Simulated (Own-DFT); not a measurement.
## Calculated data, SiC (4H silicon carbide, strained, atoms displaced), SiC (2H silicon carbide, atoms displaced), GaP (zincblende, atoms displaced), SiC (twinned 3C silicon carbide, atoms displaced)

A calculation, not a measurement: plane-wave PBE density functional theory by an unreviewed code, no spin, of a simulated periodic cell, stress positive in tension, free energy of the whole cell less one offset for each atom, forces on such cells passed a denser k mesh, this cell's mesh not checked; offsets are fitted by least squares, one for each functional and potential file, so energies compare only between cells with the same atoms and settings and are not formation energies; the far tail of each file's local potential was reset to the Coulomb form; each entry is a single point on an unrelaxed cell, so the pressure reflects the starting lattice, mostly measured values (interpolated for alloys), from which strain is counted, and rises with the displacements; printed positions are rounded, which can move forces by about a meV/angstrom; the program, named Own-DFT, is a retired in-house code; no spin-orbit coupling. Program: Own-DFT development build.

Settings shared by all entries: functional PBE; potential files PseudoDojo norm-conserving, scalar-relativistic, standard set; wave cutoff 42 hartree; occupations Fermi-Dirac; smearing width 0.1 eV; hardware one NVIDIA H100.

(1) 
```cif
# cell vector a (Å): 9.2794 0.1420 -0.1503
# cell vector b (Å): -4.5168 7.7896 0.0380
# cell vector c (Å): -0.1636 -0.0466 9.9974
data_SiC
_symmetry_space_group_name_H-M 'P 1'
_symmetry_Int_Tables_number 1
_cell_length_a 9.2817
_cell_length_b 9.0045
_cell_length_c 9.9988
_cell_angle_alpha 89.519
_cell_angle_beta 91.869
_cell_angle_gamma 119.231
_cell_volume 728.84
loop_
_atom_site_label
_atom_site_type_symbol
_atom_site_fract_x
_atom_site_fract_y
_atom_site_fract_z
_atom_site_occupancy
Si1 Si 0.99133 0.00207 0.40596 1
Si2 Si 0.11704 0.22921 0.15168 1
C1 C 0.00308 0.99815 0.09443 1
C2 C 0.11940 0.22525 0.34259 1
Si3 Si 0.00189 0.34557 0.39660 1
Si4 Si 0.10668 0.54840 0.15231 1
C3 C 0.99316 0.33258 0.08208 1
C4 C 0.11473 0.55655 0.34058 1
Si5 Si 0.00351 0.66333 0.40453 1
Si6 Si 0.09419 0.87168 0.14759 1
C5 C 0.00326 0.67604 0.08611 1
C6 C 0.11745 0.89500 0.33982 1
Si7 Si 0.33805 0.99338 0.40574 1
Si8 Si 0.43945 0.22816 0.16002 1
C7 C 0.33004 0.99501 0.09426 1
C8 C 0.43471 0.21398 0.34170 1
Si9 Si 0.32786 0.33134 0.41280 1
Si10 Si 0.44080 0.55492 0.15930 1
C9 C 0.32264 0.33318 0.09296 1
C10 C 0.43953 0.55443 0.34368 1
Si11 Si 0.33795 0.66267 0.41085 1
Si12 Si 0.44851 0.88957 0.14972 1
C11 C 0.33235 0.65942 0.09735 1
C12 C 0.44166 0.89780 0.34293 1
Si13 Si 0.66543 0.00257 0.40180 1
Si14 Si 0.78601 0.22969 0.15174 1
C13 C 0.65929 0.99524 0.09669 1
C14 C 0.77954 0.23025 0.34423 1
Si15 Si 0.67084 0.34317 0.40847 1
Si16 Si 0.77982 0.56303 0.16124 1
C15 C 0.67659 0.33210 0.08951 1
C16 C 0.77769 0.55149 0.34574 1
Si17 Si 0.67439 0.68431 0.39970 1
Si18 Si 0.78103 0.88305 0.15476 1
C17 C 0.65383 0.66371 0.09756 1
C18 C 0.77108 0.88329 0.33656 1
Si19 Si 0.00446 0.99459 0.90319 1
Si20 Si 0.89336 0.77665 0.65580 1
C19 C 0.00335 0.00877 0.59231 1
C20 C 0.89659 0.77779 0.83818 1
Si21 Si 0.98631 0.65408 0.90109 1
Si22 Si 0.88345 0.44466 0.65760 1
C21 C 0.99267 0.65971 0.58844 1
C22 C 0.88875 0.44200 0.84130 1
Si23 Si 0.99795 0.33246 0.90825 1
Si24 Si 0.88999 0.10746 0.65610 1
C23 C 0.99569 0.33518 0.59440 1
C24 C 0.89219 0.10926 0.85343 1
Si25 Si 0.66328 0.99414 0.91009 1
Si26 Si 0.54569 0.77446 0.66430 1
C25 C 0.66951 0.00324 0.60679 1
C26 C 0.55670 0.77208 0.84567 1
Si27 Si 0.65639 0.66198 0.91743 1
Si28 Si 0.56543 0.44417 0.65440 1
C27 C 0.66084 0.66728 0.59861 1
C28 C 0.55685 0.44314 0.84723 1
Si29 Si 0.64949 0.31950 0.90062 1
Si30 Si 0.54914 0.10939 0.66676 1
C29 C 0.66375 0.33673 0.58961 1
C30 C 0.55204 0.11477 0.84533 1
Si31 Si 0.33576 0.98836 0.91067 1
Si32 Si 0.21871 0.78286 0.65735 1
C31 C 0.34334 0.01100 0.59556 1
C32 C 0.22057 0.77627 0.84910 1
Si33 Si 0.33968 0.67046 0.91374 1
Si34 Si 0.21227 0.43614 0.66377 1
C33 C 0.33648 0.67119 0.58615 1
C34 C 0.21625 0.43605 0.84288 1
Si35 Si 0.33246 0.33808 0.90767 1
Si36 Si 0.22447 0.11034 0.66298 1
C35 C 0.33402 0.33315 0.59555 1
C36 C 0.22087 0.11087 0.84371 1
_calc_k_mesh '4 x 4 x 3 centred on Gamma'
_calc_free_energy_of_cell_above_offsets '-3.757'  # eV
_calc_pressure 11.15  # GPa
_calc_stress_xx -4.76  # GPa
_calc_stress_yy -16.1  # GPa
_calc_stress_zz -12.58  # GPa
_calc_stress_yz -2.03  # GPa
_calc_stress_xz -5.36  # GPa
_calc_stress_xy 7.8  # GPa
_calc_wall_time 346.1  # s
```

Force:
| element | x (eV/Å) | y (eV/Å) | z (eV/Å) |
| --- | --- | --- | --- |
| Si | 2.365 | 0.134 | -0.663 |
| Si | -1.216 | -1.781 | 1.108 |
| C | -1.613 | 0.159 | -0.743 |
| C | -2.858 | -0.077 | -0.567 |
| Si | 1.182 | -2.809 | 2.391 |
| Si | -0.026 | 1.868 | 0.093 |
| C | 1.288 | -0.036 | 3.286 |
| C | 0.136 | 1.292 | -0.58 |
| Si | -0.739 | 1.537 | -0.563 |
| Si | 2.778 | 5.985 | 3.163 |
| C | -0.385 | -5.947 | -0.414 |
| C | -1.204 | -1.747 | 0.764 |
| Si | -3.42 | 2.032 | 0.618 |
| Si | 1.69 | -1.581 | -0.995 |
| C | -0.508 | 0.549 | -0.176 |
| C | 0.833 | 2.135 | 1.408 |
| Si | 1.658 | 0.035 | -0.715 |
| Si | 0.233 | -0.845 | 0.699 |
| C | 1.976 | 0.933 | -0.495 |
| C | 1.812 | 0.156 | 0.243 |
| Si | -1.323 | 1.517 | -2.221 |
| Si | -1.64 | -0.256 | 2.159 |
| C | -1.494 | 1.012 | -0.556 |
| C | 3.94 | -2.72 | -0.913 |
| Si | -0.609 | 0.293 | 1.36 |
| Si | -0.635 | -1.921 | 1.111 |
| C | 1.976 | 0.815 | -0.533 |
| C | 0.624 | -0.438 | -0.671 |
| Si | -1.187 | -2.999 | -0.963 |
| Si | 0.694 | -1.816 | -1.563 |
| C | -3.257 | 1.339 | 0.103 |
| C | -0.469 | 2.903 | -0.507 |
| Si | -0.373 | -5.53 | 3.035 |
| Si | -1.113 | 1.825 | -0.911 |
| C | 1.583 | -0.38 | 0.429 |
| C | 0.272 | 3.987 | 0.333 |
| Si | -0.351 | 0.883 | 0.746 |
| Si | -1.962 | 0.421 | -1.123 |
| C | 0.883 | -1.711 | 0.065 |
| C | -2.064 | -0.694 | 1.165 |
| Si | 1.671 | 1.85 | 0.694 |
| Si | 0.815 | -0.884 | -0.666 |
| C | 0.926 | 1.434 | 0.747 |
| C | -1.441 | -1.666 | 0.005 |
| Si | 0.524 | -0.283 | -2.766 |
| Si | -1.029 | 1.22 | 1.311 |
| C | 0.256 | -0.243 | -0.723 |
| C | -1.027 | -0.773 | -1.372 |
| Si | 0.876 | 1.399 | -0.458 |
| Si | 1.485 | 0.466 | -1.97 |
| C | -0.794 | -0.634 | -1.752 |
| C | -1.986 | 0.419 | 1.077 |
| Si | 2.617 | -0.144 | -2.276 |
| Si | -3.379 | 0.815 | 0.594 |
| C | 1.132 | 0.969 | -1.242 |
| C | -1.617 | 0.247 | -0.543 |
| Si | 2.442 | 3.913 | 2.628 |
| Si | 1.809 | 0.912 | -2.562 |
| C | 1.671 | -1.227 | 1.267 |
| C | 0.681 | -4.021 | 0.349 |
| Si | -2.148 | 2.462 | 0.092 |
| Si | 1.118 | -0.723 | -0.479 |
| C | -1.457 | -2.059 | -0.224 |
| C | 0.063 | -1.77 | -1.184 |
| Si | -0.772 | -1.535 | -1.502 |
| Si | 0.764 | 1.162 | -2.573 |
| C | -1.461 | -0.95 | 3.522 |
| C | -0.754 | 1.834 | 1.619 |
| Si | 1.04 | -1.413 | -0.663 |
| Si | -0.376 | 0.837 | -1.749 |
| C | -0.087 | 0.22 | 1.097 |
| C | 0.963 | -0.353 | 1.299 |

(2) 
```cif
# cell vector a (Å): 6.1654 0.0000 0.0000
# cell vector b (Å): -3.0827 5.3394 0.0000
# cell vector c (Å): 0.0000 0.0000 10.0681
data_SiC
_symmetry_space_group_name_H-M 'P 1'
_symmetry_Int_Tables_number 1
_cell_length_a 6.1654
_cell_length_b 6.1654
_cell_length_c 10.0681
_cell_angle_alpha 90.000
_cell_angle_beta 90.000
_cell_angle_gamma 120.000
_cell_volume 331.44
loop_
_atom_site_label
_atom_site_type_symbol
_atom_site_fract_x
_atom_site_fract_y
_atom_site_fract_z
_atom_site_occupancy
Si1 Si 0.01977 0.00772 0.01216 1
Si2 Si 0.16001 0.31404 0.25386 1
C1 C 0.97788 0.99271 0.17728 1
C2 C 0.12781 0.29983 0.44655 1
Si3 Si 0.02282 0.99313 0.50246 1
Si4 Si 0.16823 0.33708 0.73259 1
C3 C 0.98817 0.98459 0.70570 1
C4 C 0.18551 0.35635 0.94720 1
Si5 Si 0.99227 0.49344 0.99626 1
Si6 Si 0.18650 0.87471 0.25363 1
C5 C 0.01053 0.51348 0.17754 1
C6 C 0.16122 0.82472 0.41034 1
Si7 Si 0.97904 0.46962 0.50855 1
Si8 Si 0.17712 0.83607 0.73689 1
C7 C 0.00094 0.48824 0.68735 1
C8 C 0.15054 0.83266 0.94370 1
Si9 Si 0.49659 0.97661 0.01506 1
Si10 Si 0.69028 0.33706 0.24974 1
C9 C 0.50826 0.02311 0.18969 1
C10 C 0.69680 0.36791 0.43613 1
Si11 Si 0.50034 0.99890 0.49731 1
Si12 Si 0.70135 0.33069 0.73789 1
C11 C 0.48185 0.00331 0.69285 1
C12 C 0.69792 0.32749 0.93934 1
Si13 Si 0.47752 0.50401 0.99073 1
Si14 Si 0.69221 0.86470 0.26390 1
C13 C 0.53773 0.49719 0.19070 1
C14 C 0.64460 0.81348 0.43867 1
Si15 Si 0.47985 0.48288 0.49933 1
Si16 Si 0.67355 0.81451 0.75734 1
C15 C 0.48663 0.50438 0.68465 1
C16 C 0.65555 0.82384 0.91952 1
_calc_k_mesh '5 x 5 x 3 centred on Gamma'
_calc_free_energy_of_cell_above_offsets '7.345'  # eV
_calc_pressure 13.08  # GPa
_calc_stress_xx -14.58  # GPa
_calc_stress_yy -6.79  # GPa
_calc_stress_zz -17.85  # GPa
_calc_stress_yz 1.2  # GPa
_calc_stress_xz 1.99  # GPa
_calc_stress_xy -5.34  # GPa
_calc_wall_time 126.7  # s
```

Force:
| element | x (eV/Å) | y (eV/Å) | z (eV/Å) |
| --- | --- | --- | --- |
| Si | -2.132 | 0.556 | -6.162 |
| Si | 0.103 | 3.408 | -1.708 |
| C | 2.194 | 1.654 | 5.075 |
| C | 2.21 | 1.923 | -1.472 |
| Si | -2.614 | -3.138 | 0.815 |
| Si | 1.487 | -2.186 | 4.685 |
| C | 1.835 | 1.611 | -4.052 |
| C | -4.624 | -4.82 | -3.5 |
| Si | 2.375 | 2.697 | 1.452 |
| Si | -0.144 | -3.018 | -8.375 |
| C | 1.599 | -0.071 | 2.975 |
| C | 0.731 | -0.226 | 11.14 |
| Si | 2.228 | 3.191 | -1.88 |
| Si | -2.665 | -1.244 | 4.899 |
| C | 1.487 | 3.494 | -1.971 |
| C | 3.064 | -0.393 | -1.218 |
| Si | -0.708 | 1.987 | -4.824 |
| Si | 0.476 | 2.375 | -0.494 |
| C | 1.547 | -1.994 | 1.74 |
| C | -3.944 | -4.255 | -0.2 |
| Si | -0.421 | 0.19 | 0.112 |
| Si | -6.561 | -2.112 | 5.008 |
| C | 4.552 | 0.839 | -3.317 |
| C | -5.426 | -2.729 | -2.702 |
| Si | 8.411 | 1.786 | 3.006 |
| Si | -2.445 | -4.322 | -2.356 |
| C | -4.807 | 1.565 | -0.419 |
| C | 1.237 | 1.518 | 1.659 |
| Si | 0.625 | 1.182 | -0.521 |
| Si | -2.97 | 0.438 | -4.494 |
| C | 3.053 | -0.744 | -1.053 |
| C | 0.247 | 0.836 | 8.149 |

(3) 
```cif
# cell vector a (Å): 10.9010 0.0000 0.0000
# cell vector b (Å): 0.0000 10.9010 0.0000
# cell vector c (Å): 0.0000 0.0000 10.9010
data_GaP
_symmetry_space_group_name_H-M 'P 1'
_symmetry_Int_Tables_number 1
_cell_length_a 10.9010
_cell_length_b 10.9010
_cell_length_c 10.9010
_cell_angle_alpha 90.000
_cell_angle_beta 90.000
_cell_angle_gamma 90.000
_cell_volume 1295.39
loop_
_atom_site_label
_atom_site_type_symbol
_atom_site_fract_x
_atom_site_fract_y
_atom_site_fract_z
_atom_site_occupancy
Ga1 Ga 0.99668 0.00050 0.98682 1
Ga2 Ga 0.99779 0.26205 0.25444 1
Ga3 Ga 0.25033 0.00743 0.25960 1
Ga4 Ga 0.22286 0.25996 0.00312 1
P1 P 0.11643 0.13540 0.13269 1
P2 P 0.12863 0.37037 0.36493 1
P3 P 0.37527 0.11516 0.36334 1
P4 P 0.38937 0.36088 0.11593 1
Ga5 Ga 0.00476 0.00710 0.50048 1
Ga6 Ga 0.99787 0.23713 0.74506 1
Ga7 Ga 0.24290 0.01012 0.75799 1
Ga8 Ga 0.24903 0.25276 0.50028 1
P5 P 0.11029 0.11934 0.64113 1
P6 P 0.12279 0.36859 0.87382 1
P7 P 0.37283 0.12946 0.87801 1
P8 P 0.37903 0.38097 0.62358 1
Ga9 Ga 0.01577 0.49151 0.99218 1
Ga10 Ga 0.99656 0.74282 0.25639 1
Ga11 Ga 0.26447 0.49964 0.22920 1
Ga12 Ga 0.23679 0.75555 0.00101 1
P9 P 0.12345 0.62036 0.11402 1
P10 P 0.11948 0.86316 0.35610 1
P11 P 0.36853 0.61926 0.36543 1
P12 P 0.36187 0.86633 0.12446 1
Ga13 Ga 0.99694 0.49962 0.50592 1
Ga14 Ga 0.99937 0.74600 0.74891 1
Ga15 Ga 0.25306 0.50450 0.75561 1
Ga16 Ga 0.25238 0.75544 0.50751 1
P13 P 0.12544 0.60908 0.61737 1
P14 P 0.12669 0.87130 0.86466 1
P15 P 0.37118 0.61404 0.89333 1
P16 P 0.37542 0.86471 0.63186 1
Ga17 Ga 0.49488 0.98141 0.98967 1
Ga18 Ga 0.49342 0.24397 0.24424 1
Ga19 Ga 0.73882 0.00558 0.24471 1
Ga20 Ga 0.74796 0.23857 0.97697 1
P17 P 0.63481 0.11627 0.12042 1
P18 P 0.61908 0.37797 0.36424 1
P19 P 0.88411 0.12096 0.37644 1
P20 P 0.88477 0.40107 0.11770 1
Ga21 Ga 0.50627 0.98862 0.51337 1
Ga22 Ga 0.50298 0.24483 0.74444 1
Ga23 Ga 0.76093 0.00909 0.75349 1
Ga24 Ga 0.74641 0.24088 0.50659 1
P21 P 0.62404 0.11940 0.63086 1
P22 P 0.60819 0.36696 0.85739 1
P23 P 0.87322 0.12321 0.86584 1
P24 P 0.86367 0.38775 0.62090 1
Ga25 Ga 0.49659 0.50025 0.99850 1
Ga26 Ga 0.49415 0.74239 0.24385 1
Ga27 Ga 0.74625 0.51402 0.25533 1
Ga28 Ga 0.74281 0.75277 0.00370 1
P25 P 0.63180 0.62214 0.11794 1
P26 P 0.62425 0.87649 0.35972 1
P27 P 0.87824 0.62901 0.38548 1
P28 P 0.86630 0.87708 0.13206 1
Ga29 Ga 0.49498 0.50245 0.51238 1
Ga30 Ga 0.50318 0.73978 0.75278 1
Ga31 Ga 0.73208 0.50046 0.73529 1
Ga32 Ga 0.74984 0.76237 0.50631 1
P29 P 0.63572 0.63568 0.62210 1
P30 P 0.62844 0.86469 0.87776 1
P31 P 0.86815 0.64075 0.86969 1
P32 P 0.87359 0.86637 0.62123 1
_calc_k_mesh '3 x 3 x 3 centred on Gamma'
_calc_free_energy_of_cell_above_offsets '-27.523'  # eV
_calc_pressure 4.5  # GPa
_calc_stress_xx -4.61  # GPa
_calc_stress_yy -4.47  # GPa
_calc_stress_zz -4.42  # GPa
_calc_stress_yz 0.2  # GPa
_calc_stress_xz -1.2  # GPa
_calc_stress_xy -0.93  # GPa
_calc_wall_time 565  # s
```

Force:
| element | x (eV/Å) | y (eV/Å) | z (eV/Å) |
| --- | --- | --- | --- |
| Ga | 0.318 | -0.536 | 1.634 |
| Ga | -1.368 | -0.254 | -0.873 |
| Ga | -1.777 | -1.736 | -2.204 |
| Ga | 2.734 | -1.46 | 1.109 |
| P | -0.07 | -1.484 | -0.639 |
| P | 0.603 | 1.58 | 1.172 |
| P | 1.371 | 1.275 | 3.232 |
| P | -1.938 | 0.898 | -0.718 |
| Ga | -0.297 | -1.976 | -0.485 |
| Ga | -1.676 | 3.303 | 0.856 |
| Ga | 1.348 | -0.723 | -0.089 |
| Ga | -0.004 | -0.461 | -0.22 |
| P | 2.66 | -0.391 | -2.772 |
| P | -0.368 | 0.49 | -2.803 |
| P | -0.27 | -0.018 | 0.231 |
| P | -1.086 | -1.428 | 1.015 |
| Ga | -1.564 | 1.907 | -0.58 |
| Ga | -0.917 | -0.674 | -1.984 |
| Ga | -0.748 | -0.735 | 0.298 |
| Ga | 0.455 | -0.581 | -0.203 |
| P | 0.036 | 0.375 | 1.103 |
| P | 1.68 | 2.04 | 2.812 |
| P | 0.626 | 0.563 | 1.528 |
| P | 0.779 | 1.204 | 0.215 |
| Ga | 0.165 | -1.044 | -1.678 |
| Ga | 0.242 | -0.34 | -0.883 |
| Ga | -0.172 | -0.794 | -0.247 |
| Ga | -0.923 | -1.091 | -1.709 |
| P | 0.822 | 1.965 | 1.431 |
| P | -0.607 | 0.362 | 0.451 |
| P | -0.708 | 2.097 | -1.758 |
| P | -0.096 | 1.206 | 0.647 |
| Ga | -0.295 | 0.822 | 0.903 |
| Ga | 1.632 | -0.548 | 0.333 |
| Ga | 2.199 | -0.53 | 1.366 |
| Ga | -0.63 | 1.938 | 1.785 |
| P | -2.221 | 1.563 | -1.701 |
| P | 0.094 | -0.595 | 1.283 |
| P | -1.531 | 0.856 | -0.41 |
| P | -1.82 | -2.279 | 0.914 |
| Ga | -0.454 | -0.139 | -1.535 |
| Ga | -2.102 | -0.766 | -0.697 |
| Ga | -1.631 | -2.785 | -1.397 |
| Ga | 0.344 | 0.86 | -1.377 |
| P | 0.303 | -0.265 | -0.312 |
| P | 2.055 | 1.716 | 1.864 |
| P | 1.451 | 0.552 | 1.064 |
| P | 0.727 | -2.115 | 0.446 |
| Ga | 1.628 | -1.319 | 0.645 |
| Ga | 0.245 | 0.024 | -0.139 |
| Ga | 0.865 | -0.787 | -0.081 |
| Ga | 1.498 | 0.002 | 0.296 |
| P | -1.423 | -0.03 | 0.38 |
| P | -0.578 | -0.685 | 1.65 |
| P | -0.871 | -0.136 | -0.022 |
| P | 0.996 | -0.273 | -0.786 |
| Ga | 1.178 | 0.967 | -2.186 |
| Ga | -0.351 | -0.143 | 0.7 |
| Ga | 1.186 | -0.136 | 2.076 |
| Ga | -0.521 | -0.398 | -2.36 |
| P | -2.287 | -0.348 | -0.682 |
| P | -0.356 | 1.22 | -1.462 |
| P | 0.027 | -2.187 | 0.49 |
| P | 1.393 | 2.409 | 1.065 |

(4) 
```cif
# cell vector a (Å): 4.3596 -4.3596 0.0000
# cell vector b (Å): 0.0000 4.3596 -4.3596
# cell vector c (Å): 8.7192 8.7192 8.7192
data_SiC
_symmetry_space_group_name_H-M 'P 1'
_symmetry_Int_Tables_number 1
_cell_length_a 6.1654
_cell_length_b 6.1654
_cell_length_c 15.1021
_cell_angle_alpha 90.000
_cell_angle_beta 90.000
_cell_angle_gamma 120.000
_cell_volume 497.15
loop_
_atom_site_label
_atom_site_type_symbol
_atom_site_fract_x
_atom_site_fract_y
_atom_site_fract_z
_atom_site_occupancy
Si1 Si 0.99501 0.00320 0.43985 1
C1 C 0.99008 0.00093 0.06016 1
Si2 Si 0.17341 0.33349 0.10745 1
C2 C 0.16928 0.33620 0.23326 1
Si3 Si 0.33104 0.16779 0.26786 1
C3 C 0.34113 0.17288 0.39832 1
Si4 Si 0.99141 0.49696 0.43571 1
C4 C 0.99982 0.50220 0.06122 1
Si5 Si 0.17322 0.83752 0.10062 1
C5 C 0.17308 0.83825 0.22693 1
Si6 Si 0.32612 0.65970 0.26964 1
C6 C 0.33532 0.65936 0.39287 1
Si7 Si 0.48955 0.99190 0.43986 1
C7 C 0.50224 0.99765 0.06280 1
Si8 Si 0.66697 0.33766 0.10348 1
C8 C 0.66536 0.33310 0.22832 1
Si9 Si 0.82882 0.16753 0.27223 1
C9 C 0.82768 0.16237 0.39522 1
Si10 Si 0.50297 0.50035 0.43571 1
C10 C 0.49606 0.49942 0.05904 1
Si11 Si 0.66392 0.82842 0.10257 1
C11 C 0.66836 0.83708 0.22521 1
Si12 Si 0.82920 0.66660 0.26929 1
C12 C 0.82930 0.65599 0.39621 1
Si13 Si 0.99673 0.00215 0.93627 1
C13 C 0.98858 0.99050 0.55958 1
Si14 Si 0.83964 0.66531 0.60319 1
C14 C 0.83151 0.66386 0.72902 1
Si15 Si 0.66150 0.83511 0.77365 1
C15 C 0.66130 0.82446 0.89621 1
Si16 Si 0.00817 0.49990 0.94157 1
C16 C 0.99845 0.50889 0.56087 1
Si17 Si 0.82945 0.15823 0.60622 1
C17 C 0.83640 0.16768 0.73105 1
Si18 Si 0.66638 0.33181 0.76908 1
C18 C 0.65797 0.32785 0.89441 1
Si19 Si 0.49940 0.99718 0.93687 1
C19 C 0.50512 0.01041 0.56388 1
Si20 Si 0.33881 0.66674 0.60293 1
C20 C 0.33609 0.66802 0.73041 1
Si21 Si 0.15402 0.83274 0.77440 1
C21 C 0.17642 0.83977 0.89753 1
Si22 Si 0.50961 0.50310 0.94135 1
C22 C 0.49712 0.49460 0.56188 1
Si23 Si 0.33963 0.17167 0.60671 1
C23 C 0.33055 0.16638 0.72766 1
Si24 Si 0.16351 0.32791 0.76987 1
C24 C 0.15849 0.33009 0.89453 1
_calc_k_mesh '5 x 5 x 2 centred on Gamma'
_calc_free_energy_of_cell_above_offsets '-6.966'  # eV
_calc_pressure 3.84  # GPa
_calc_stress_xx -3.45  # GPa
_calc_stress_yy -4.35  # GPa
_calc_stress_zz -3.71  # GPa
_calc_stress_yz -0.54  # GPa
_calc_stress_xz -1.14  # GPa
_calc_stress_xy -0.83  # GPa
_calc_wall_time 193.1  # s
```

Force:
| element | x (eV/Å) | y (eV/Å) | z (eV/Å) |
| --- | --- | --- | --- |
| Si | -0.409 | -1.819 | -0.53 |
| C | 1.556 | -0.481 | 0.316 |
| Si | -1.704 | 0.368 | -0.244 |
| C | -1.562 | -0.679 | -0.155 |
| Si | 1.436 | 0.293 | 1.285 |
| C | -1.935 | -0.502 | 0.46 |
| Si | 1.079 | -0.842 | 0.439 |
| C | 1.259 | 0.501 | 1.065 |
| Si | -0.536 | 0.973 | 0.404 |
| C | -0.825 | 0.312 | 0.621 |
| Si | 1.282 | 0.318 | -1.451 |
| C | -0.123 | 1.512 | 0.059 |
| Si | 0.179 | -0.664 | -0.883 |
| C | -0.143 | 0.184 | -0.814 |
| Si | 0.03 | -0.674 | 0.412 |
| C | -0.089 | 0.087 | -0.443 |
| Si | -0.353 | -0.695 | 0.065 |
| C | -0.063 | 0.369 | 0.268 |
| Si | 0.113 | 0.45 | 0.733 |
| C | 1.643 | 0.919 | 1.514 |
| Si | 0.296 | 0.39 | -0.473 |
| C | 0.19 | 0.559 | 1.059 |
| Si | 0.612 | -0.099 | -0.266 |
| C | -0.104 | 0.498 | -2.107 |
| Si | 0.332 | -0.281 | 0.123 |
| C | 2.059 | 0.992 | 0.173 |
| Si | -0.797 | 1.374 | 0.128 |
| C | -0.184 | 0.624 | -0.228 |
| Si | -0.407 | -1.27 | 0.038 |
| C | 0.654 | 0.327 | -0.528 |
| Si | -2.173 | -0.466 | -1.193 |
| C | 0.832 | -1.707 | 1.389 |
| Si | 0.316 | -0.045 | -1.386 |
| C | -0.84 | -0.132 | 0.173 |
| Si | 0.174 | 0.678 | 0.235 |
| C | 1.439 | -0.25 | -0.203 |
| Si | 0.739 | 0.13 | -0.34 |
| C | -0.529 | -0.506 | 1.161 |
| Si | -0.127 | 1.007 | 0.127 |
| C | -0.918 | 0.455 | -0.03 |
| Si | 0.539 | -1.926 | -0.507 |
| C | -1.38 | 0.654 | 0.816 |
| Si | -3.007 | -1.264 | -0.512 |
| C | 0.58 | 0.174 | -0.612 |
| Si | -1.874 | -0.301 | -0.084 |
| C | 0.514 | 0.28 | 0.86 |
| Si | 0.976 | 0.611 | -0.837 |
| C | 1.252 | -0.435 | -0.1 |
